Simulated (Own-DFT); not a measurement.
# Computed records: SiC (4H silicon carbide, atoms displaced)

Computed with Own-DFT development build. A calculation, not a measurement: plane-wave PBE density functional theory by an unreviewed code, no spin, of a simulated periodic cell, stress positive in tension, free energy of the whole cell less one offset for each atom, forces on such cells passed a denser k mesh, this cell's mesh not checked; offsets are fitted by least squares, one for each functional and potential file, so energies compare only between cells with the same atoms and settings and are not formation energies; the far tail of each file's local potential was reset to the Coulomb form; each entry is a single point on an unrelaxed cell, so the pressure reflects the starting lattice, mostly measured values (interpolated for alloys), from which strain is counted, and rises with the displacements; printed positions are rounded, which can move forces by about a meV/angstrom; the program, named Own-DFT, is a retired in-house code; no spin-orbit coupling.

SiC (4H silicon carbide, atoms displaced)

```
cell vectors (Å)
  12.3308     0.0000     0.0000
  -6.1654    10.6788     0.0000
   0.0000     0.0000    10.0681
atoms (fractions of the cell vectors)
Si  0.00510  0.00084  0.40334
Si  0.07960  0.16831  0.16019
C   0.99984  0.99866  0.09087
C   0.08607  0.16973  0.34579
Si  0.99845  0.24756  0.40459
Si  0.08645  0.42021  0.15421
C   0.00046  0.24875  0.09438
C   0.08409  0.41950  0.34417
Si  0.99986  0.50174  0.40541
Si  0.08340  0.66676  0.15873
C   0.99922  0.50144  0.09376
C   0.07844  0.67105  0.34301
Si  0.00331  0.75086  0.40602
Si  0.08512  0.91447  0.15444
C   0.00046  0.75207  0.09261
C   0.07597  0.92178  0.34789
Si  0.24965  0.99657  0.40813
Si  0.33219  0.16673  0.15383
C   0.25012  0.00298  0.09022
C   0.33361  0.16330  0.34894
Si  0.25206  0.25268  0.40464
Si  0.33529  0.42154  0.15504
C   0.24884  0.24731  0.09145
C   0.33351  0.41921  0.34277
Si  0.25046  0.50099  0.40586
Si  0.33531  0.67204  0.15587
C   0.24683  0.49698  0.09669
C   0.33636  0.66645  0.34146
Si  0.25522  0.75479  0.40690
Si  0.33371  0.91676  0.15872
C   0.24631  0.75111  0.09004
C   0.33598  0.91524  0.34487
Si  0.49661  0.99146  0.40649
Si  0.57907  0.16233  0.15708
C   0.49726  0.99966  0.09785
C   0.57552  0.16208  0.33891
Si  0.50196  0.25059  0.40954
Si  0.58233  0.41429  0.15350
C   0.49596  0.24583  0.09443
C   0.58784  0.41578  0.34016
Si  0.50397  0.50135  0.40714
Si  0.58449  0.66728  0.15634
C   0.49824  0.49955  0.09456
C   0.58965  0.67258  0.33943
Si  0.50395  0.75135  0.40254
Si  0.58211  0.91343  0.15764
C   0.49651  0.74646  0.09485
C   0.58212  0.91682  0.34413
Si  0.75157  0.00815  0.40289
Si  0.83097  0.16388  0.15555
C   0.74521  0.99737  0.09543
C   0.83121  0.16550  0.34164
Si  0.74838  0.24845  0.40379
Si  0.83179  0.41521  0.15701
C   0.74765  0.24751  0.08895
C   0.83876  0.41922  0.34500
Si  0.74984  0.49977  0.40617
Si  0.83481  0.67149  0.15825
C   0.75185  0.49899  0.09279
C   0.82701  0.66087  0.34136
Si  0.74900  0.75066  0.40143
Si  0.83299  0.91713  0.15491
C   0.74877  0.74595  0.09247
C   0.83373  0.91430  0.33724
Si  0.99727  0.00033  0.90722
Si  0.91199  0.82896  0.65587
C   0.99422  0.99471  0.58887
C   0.91964  0.83608  0.84078
Si  0.99978  0.75014  0.90891
Si  0.91168  0.58403  0.65840
C   0.99679  0.74713  0.59429
C   0.91166  0.58123  0.84684
Si  0.99853  0.49880  0.90701
Si  0.91987  0.33684  0.66035
C   0.00147  0.50142  0.59136
C   0.91514  0.33205  0.84435
Si  0.00148  0.25335  0.90742
Si  0.91662  0.08272  0.65924
C   0.00316  0.25191  0.59590
C   0.91998  0.08640  0.84564
Si  0.75071  0.00781  0.90678
Si  0.66550  0.83213  0.66135
C   0.74807  0.99880  0.59431
C   0.66506  0.83611  0.84047
Si  0.75405  0.75130  0.90445
Si  0.66497  0.58361  0.65844
C   0.74801  0.74941  0.59247
C   0.66696  0.58425  0.84367
Si  0.75309  0.50037  0.90355
Si  0.65935  0.32642  0.65841
C   0.75135  0.49848  0.59392
C   0.66844  0.33173  0.84246
Si  0.75317  0.24875  0.90245
Si  0.67082  0.08664  0.65289
C   0.74682  0.25084  0.59390
C   0.66679  0.08196  0.83966
Si  0.49922  0.00076  0.90930
Si  0.41366  0.83071  0.65960
C   0.50475  0.00004  0.59392
C   0.41981  0.83466  0.84338
Si  0.50141  0.74987  0.90411
Si  0.41561  0.58563  0.65057
C   0.49852  0.74963  0.59599
C   0.41516  0.58206  0.84346
Si  0.49940  0.49753  0.90757
Si  0.41435  0.32910  0.65740
C   0.49757  0.50001  0.59149
C   0.41399  0.33321  0.84015
Si  0.50495  0.25397  0.91023
Si  0.41535  0.08052  0.65576
C   0.49882  0.25125  0.59539
C   0.42002  0.08697  0.84523
Si  0.25094  0.00033  0.90783
Si  0.16836  0.83299  0.65637
C   0.24891  0.00189  0.59334
C   0.16631  0.82735  0.84136
Si  0.25229  0.75195  0.90571
Si  0.16152  0.57668  0.65410
C   0.24620  0.74562  0.59414
C   0.17419  0.58941  0.84274
Si  0.24785  0.49769  0.90810
Si  0.16360  0.33238  0.65933
C   0.24424  0.50025  0.59431
C   0.16614  0.33091  0.84655
Si  0.24966  0.24831  0.91132
Si  0.16033  0.07931  0.65518
C   0.25053  0.24926  0.59428
C   0.16492  0.08116  0.84004
```

* functional: PBE
* potential files: PseudoDojo norm-conserving, scalar-relativistic, standard set
* wave cutoff: 42 hartree
* occupations: Fermi-Dirac
* smearing width: 0.1 eV
* hardware: one NVIDIA H200
* k mesh: 3 x 3 x 3 centred on Gamma
* free energy of cell above offsets: -19.004 eV
* pressure: 3.71 GPa
* stress xx: -3.61 GPa
* stress yy: -2.36 GPa
* stress zz: -5.16 GPa
* stress yz: 0.02 GPa
* stress xz: 0.3 GPa
* stress xy: 0.12 GPa
* wall time: 509.9 s

Force:
```
element  x (eV/Å)  y (eV/Å)  z (eV/Å)
     Si    -4.039     1.221     0.995
     Si      1.62     -0.78    -0.914
      C    -0.257     0.327     0.827
      C    -0.357    -0.435    -0.186
     Si     0.007     1.188      0.62
     Si    -1.109    -0.928     0.878
      C     -1.12      0.62      0.01
      C    -0.001     -0.46    -0.255
     Si     0.567     0.218     0.131
     Si     -0.63     0.086    -0.831
      C     0.379    -0.342     0.019
      C     2.858    -0.655     0.039
     Si    -2.907     0.451     0.585
     Si    -1.154     1.127      0.45
      C     0.281    -0.525     0.565
      C     5.138    -2.547    -1.867
     Si    -0.761     0.651     -0.25
     Si    -0.123    -0.109     1.184
      C     0.556     -0.91     1.278
      C    -0.409     0.623    -1.031
     Si     0.411     -0.26     0.595
     Si    -0.067    -1.446     0.298
      C    -0.559     0.872     1.464
      C     0.829    -0.026     0.201
     Si    -0.282    -0.178     0.123
     Si    -0.636    -1.441    -0.256
      C     0.513     1.554    -0.863
      C    -0.666     0.583      0.55
     Si    -0.531    -1.918     0.097
     Si    -0.713    -0.008    -0.809
      C     0.916      0.14     1.085
      C    -1.313     0.065    -0.175
     Si     0.055     2.149     0.449
     Si     0.269     0.936    -0.611
      C     0.836    -0.743    -0.778
      C     1.462      0.17     1.645
     Si    -0.509    -0.261    -0.799
     Si     0.338     0.346     0.186
      C     0.491     0.813    -0.125
      C    -1.137    -0.196     0.769
     Si    -0.275    -0.041    -0.868
     Si    -0.083     -0.34    -0.676
      C     0.648     0.125    -0.162
      C    -0.996    -1.433     0.754
     Si    -0.342    -0.209     1.016
     Si    -0.747     0.189    -0.242
      C     0.752     0.867    -0.671
      C      0.81    -0.074    -0.222
     Si     0.997    -2.911     0.907
     Si     -0.16      0.58    -0.466
      C     0.627     0.385    -0.583
      C     0.264      1.23     0.068
     Si    -0.686     0.492     0.205
     Si     0.258    -0.021    -0.235
      C     0.127    -0.008     0.867
      C    -1.255    -1.051    -0.268
     Si     0.611    -0.306     0.102
     Si     0.386    -1.611    -0.583
      C     -0.71     0.368    -0.182
      C     0.906     1.588     0.785
     Si     1.044     0.317     0.874
     Si     0.295     -0.56    -0.586
      C     -0.46     1.243    -0.456
      C    -0.458     1.398     1.288
     Si     1.053     0.204     -0.44
     Si     0.371     0.607    -0.662
      C     0.239     0.618     0.779
      C    -0.239    -0.522     0.708
     Si     0.212    -0.031    -1.027
     Si     1.424     -0.39    -0.248
      C     0.404     0.662    -0.133
      C     1.629     0.944    -0.597
     Si     0.417     1.043    -0.227
     Si     -0.59    -0.562    -1.543
      C    -1.219    -0.343     0.743
      C     0.795     0.765     0.242
     Si     0.443    -0.725     0.032
     Si    -0.166    -0.082    -0.878
      C     -1.21    -0.844    -0.468
      C    -0.936    -0.119     0.161
     Si     0.968    -1.697    -0.237
     Si    -0.186     0.263    -1.822
      C       0.6     0.481    -0.519
      C     1.232     0.114     1.963
     Si    -1.012     0.004         0
     Si     0.219    -0.379    -0.878
      C    -0.231    -0.177    -0.069
      C     0.209    -0.354     0.402
     Si    -1.469    -0.727     0.841
     Si     0.797     1.668    -0.423
      C    -1.445    -0.485     0.091
      C     -0.19     0.303     0.628
     Si    -1.402    -0.369     0.401
     Si    -0.323    -0.765     0.329
      C     1.128     0.055    -0.374
      C    -0.719      0.83     0.687
     Si     0.396      0.02    -0.599
     Si     0.351     0.418    -0.815
      C     -1.32    -0.496    -0.132
      C    -0.602     0.083     0.897
     Si    -0.301    -0.405     0.237
     Si    -0.191    -0.987     1.184
      C     0.231     0.386    -1.024
      C     0.295      0.01     0.021
     Si     -0.49     0.675    -0.716
     Si    -0.669     1.024     -0.55
      C     0.453    -0.306     0.434
      C     0.933    -0.183      1.55
     Si    -0.794    -0.579    -1.027
     Si     0.272     0.502     0.137
      C     0.219    -0.986    -0.271
      C    -0.303    -0.543         0
     Si    -0.163    -0.309    -1.449
     Si    -0.846    -0.317     -0.27
      C     0.571    -1.022     0.256
      C    -0.675     1.333      0.79
     Si     0.268    -0.153    -0.379
     Si    -0.038     1.794     0.785
      C      0.44     0.658    -0.314
      C     -1.23    -1.885     0.248
     Si     0.448     0.587    -0.372
     Si     1.426     0.324    -0.404
      C     1.706    -0.574     -0.53
      C    -0.258     0.481     0.039
     Si    -0.079    -0.347     -1.74
     Si     0.272     0.645    -0.289
      C    -0.884     -0.14    -0.201
      C    -0.038     0.116     1.085
```
